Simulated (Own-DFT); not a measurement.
Al3GaAs4 (zincblende random alloy, strained, atoms displaced) (calculated)

A calculation, not a measurement: plane-wave PBE density functional theory by an unreviewed code, no spin, of a simulated periodic cell, stress positive in tension, free energy of the whole cell less one offset for each atom, forces on such cells passed a denser k mesh, this cell's mesh not checked; offsets are fitted by least squares, one for each functional and potential file, so energies compare only between cells with the same atoms and settings and are not formation energies; the far tail of each file's local potential was reset to the Coulomb form; each entry is a single point on an unrelaxed cell, so the pressure reflects the starting lattice, mostly measured values, from which strain is counted, and rises with the displacements; printed positions are rounded, which can move forces by about a meV/angstrom; the program is a retired in-house code; no spin-orbit coupling. Program: Own-DFT development build.

## Al3GaAs4 (zincblende random alloy, strained, atoms displaced)

```
cell vectors (Å)
  11.4098     0.2140     0.1314
   0.2140    11.4383     0.0133
   0.1314     0.0133    11.3596
atoms (fractions of the cell vectors)
Al  0.99847  0.99989  0.00394
Al  0.99485  0.25192  0.25028
Ga  0.25272  0.99902  0.25434
Al  0.25403  0.24930  0.99514
As  0.11723  0.11499  0.12059
As  0.12965  0.37860  0.37330
As  0.37165  0.12939  0.38513
As  0.37730  0.36430  0.13087
Al  0.00749  0.99266  0.50118
Al  0.99955  0.24270  0.73991
Al  0.24913  0.01010  0.75242
Al  0.25577  0.25308  0.50435
As  0.11956  0.12796  0.62677
As  0.12659  0.37541  0.88128
As  0.36732  0.12485  0.87778
As  0.37889  0.37261  0.62919
Al  0.00313  0.49841  0.00121
Al  0.00488  0.75073  0.25172
Al  0.25890  0.49822  0.25831
Al  0.25106  0.75887  0.00314
As  0.12011  0.62751  0.12735
As  0.12837  0.87897  0.36975
As  0.38461  0.62591  0.37010
As  0.37330  0.87602  0.12528
Al  0.00217  0.49467  0.49671
Ga  0.99824  0.75761  0.76197
Ga  0.24938  0.49692  0.75254
Ga  0.25060  0.74987  0.49681
As  0.12427  0.62652  0.62048
As  0.12767  0.87071  0.87081
As  0.37987  0.61636  0.87680
As  0.37096  0.87647  0.61987
Al  0.49778  0.00582  0.00401
Al  0.49557  0.25568  0.25732
Al  0.75169  0.00177  0.24891
Al  0.75138  0.25430  0.99976
As  0.62806  0.12284  0.11814
As  0.62628  0.37632  0.36896
As  0.86820  0.12350  0.36787
As  0.87726  0.37411  0.13393
Ga  0.50142  0.00130  0.50752
Al  0.50314  0.24671  0.75212
Ga  0.74934  0.00663  0.74746
Al  0.74747  0.24792  0.51505
As  0.61827  0.13035  0.62076
As  0.61707  0.37096  0.87359
As  0.86918  0.13226  0.87885
As  0.86996  0.37348  0.62467
Ga  0.50115  0.50535  0.99873
Al  0.50801  0.75520  0.24846
Al  0.74607  0.49831  0.24947
Al  0.74578  0.74724  0.00002
As  0.62129  0.63298  0.12707
As  0.62933  0.87312  0.36994
As  0.88203  0.63023  0.37524
As  0.88191  0.87796  0.12458
Al  0.50096  0.50348  0.49553
Al  0.50227  0.74361  0.75744
Ga  0.74896  0.49553  0.75196
Al  0.74858  0.75131  0.49715
As  0.62337  0.62467  0.62587
As  0.62090  0.88139  0.87377
As  0.87609  0.61975  0.87708
As  0.87490  0.88171  0.62451
```

Settings of this run: functional PBE, potential files PseudoDojo norm-conserving, scalar-relativistic, standard set, wave cutoff 42 hartree, occupations Fermi-Dirac, smearing width 0.1 eV and k mesh 3 x 3 x 3 centred on Gamma.

Results for Al3GaAs4 (zincblende random alloy, strained, atoms displaced): free energy of cell above offsets -18.054 eV; pressure 1.82 GPa; stress xx -1.87 GPa; stress yy -1.64 GPa; stress zz -1.94 GPa; stress yz -0.48 GPa; stress xz 1.66 GPa; stress xy 2.32 GPa.

Force:
```tsv
element	x (eV/Å)	y (eV/Å)	z (eV/Å)
Al	-0.142	-0.177	-1.103
Al	0.986	-0.761	0.545
Ga	-0.038	0.925	-0.208
Al	-1.008	0.328	1.588
As	1.108	1.331	0.579
As	-0.105	-1.092	-0.057
As	0.743	-0.868	-1.107
As	-0.526	1.099	-1.157
Al	-0.761	1.081	-0.172
Al	-1.031	1.451	1.956
Al	-0.233	-0.891	-0.372
Al	-1.032	0.601	0.631
As	1.329	-0.965	-1.442
As	-0.263	-0.601	-1.122
As	1.381	-0.356	-0.8
As	0.136	0.248	-0.532
Al	-0.345	0.294	0.799
Al	-0.396	0.652	0.133
Al	-0.364	0.536	-0.879
Al	-0.087	-1.188	-0.038
As	1.315	-0.65	-0.442
As	-0.031	-0.928	0.235
As	-0.475	0.398	-0.045
As	0.669	0.069	0.029
Al	-0.332	0.675	0.551
Ga	-0.298	-0.754	-1.088
Ga	-0.174	0.418	-0.114
Ga	0.056	0.024	-0.079
As	-0.248	-0.195	0.556
As	0.166	1.165	0.431
As	-1.229	1.157	-0.234
As	0.301	-0.306	0.99
Al	-0.102	-0.223	-0.035
Al	0.923	-1.212	0.079
Al	-0.192	-0.195	-0.395
Al	-0.484	0.568	0.752
As	-0.448	0.549	0.782
As	0.024	-0.484	0.982
As	0.645	0.233	1.382
As	-0.497	0.507	-1.506
Ga	-0.199	-0.421	-0.768
Al	-0.983	0.134	0.46
Ga	-0.18	0.207	0.438
Al	0.341	0.382	-1.839
As	0.35	-0.897	0.527
As	0.87	0.246	0.289
As	0.992	-0.874	-0.872
As	0.804	0.011	-0.242
Ga	0.151	-0.802	1.163
Al	-1.085	0.494	0.519
Al	0.465	1.04	0.214
Al	0.543	0.851	-0.024
As	0.711	-1.352	-0.712
As	-0.29	0.687	0.33
As	-0.651	-0.72	-0.141
As	-0.862	-0.931	0.01
Al	0.201	-0.415	0.709
Al	-0.406	0.901	-0.337
Ga	-0.307	0.466	0.267
Al	0.336	-0.097	0.696
As	0.393	-0.137	-0.452
As	0.237	-0.517	-0.085
As	-0.314	0.099	-0.174
As	-0.057	-0.818	-0.047
```
